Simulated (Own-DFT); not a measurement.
# Energy and forces against displacement in diamond germanium, 16 atoms (Ge16)

All numbers below are calculated, not measured. They come from Own-DFT, an in-house plane-wave density functional program, since retired, whose code no person has reviewed. Each row is one single-point run on a periodic cell that was not relaxed, without spin or spin-orbit coupling.

Settings of every run: PBE; PseudoDojo norm-conserving scalar-relativistic files; cutoff 42 hartree; 5 x 5 x 5 k mesh centred on Gamma; Fermi-Dirac smearing of 0.1 eV.

Known limits: k mesh not checked against a denser one; stress not checked against mesh or cutoff.

Cell vectors in Å: (0.000, 5.658, 5.658); (5.658, 0.000, 5.658); (5.658, 5.658, 0.000). In each run every atom was moved at random and independently from its ideal site; u is the rms move along one axis. E is the free energy for each atom above the fitted value at u = 0, and F the rms of the force components.

| run | u (Å) | E (meV/atom) | F (eV/Å) | largest force (eV/Å) | P (GPa) |
|---|---|---|---|---|---|
| 1 | 0.0181 | 6.2 | 0.286 | 0.83 | 3.88 |
| 2 | 0.0202 | 7.3 | 0.317 | 1.11 | 3.89 |
| 3 | 0.0497 | 39.1 | 0.703 | 2.17 | 4.32 |
| 4 | 0.0506 | 48.6 | 0.814 | 2.44 | 4.45 |
| 5 | 0.0529 | 54.8 | 0.902 | 2.62 | 4.54 |
| 6 | 0.0862 | ? | ? | ? | ? |
| 7 | 0.0863 | 136.4 | 1.307 | 3.61 | 5.44 |
| 8 | 0.1563 | 441.2 | 2.680 | 8.52 | 9.49 |

## Worked fit

For small independent moves the energy grows as E = (3/2) K u², with K the mean stiffness felt by one atom. The runs with u up to 0.11 Å give K = 12.2 ± 0.6 eV/Å², with residuals divided by u² + 0.0006 Å², since the noise grows with the moves. The scatter is 3.6 meV/atom at u = 0.05 Å. The forces follow F = G u with G = 15.7 eV/Å²; no force at u = 0 is resolved. G exceeds K because the moves of its neighbours add to the force on an atom, and stiffness differs between atoms. At u = 0.156 Å the parabola gives 446 meV/atom and the run 441. The pressure follows P = 3.83 + 220 u² GPa: at fixed volume, shortened bonds push harder than stretched ones pull.

## Withheld run

Question: what energy and rms force should run 6 give?

The fit gives 135 ± 11 meV/atom and about 1.35 eV/Å. The calculation gave 127.9 meV/atom and 1.279 eV/Å.
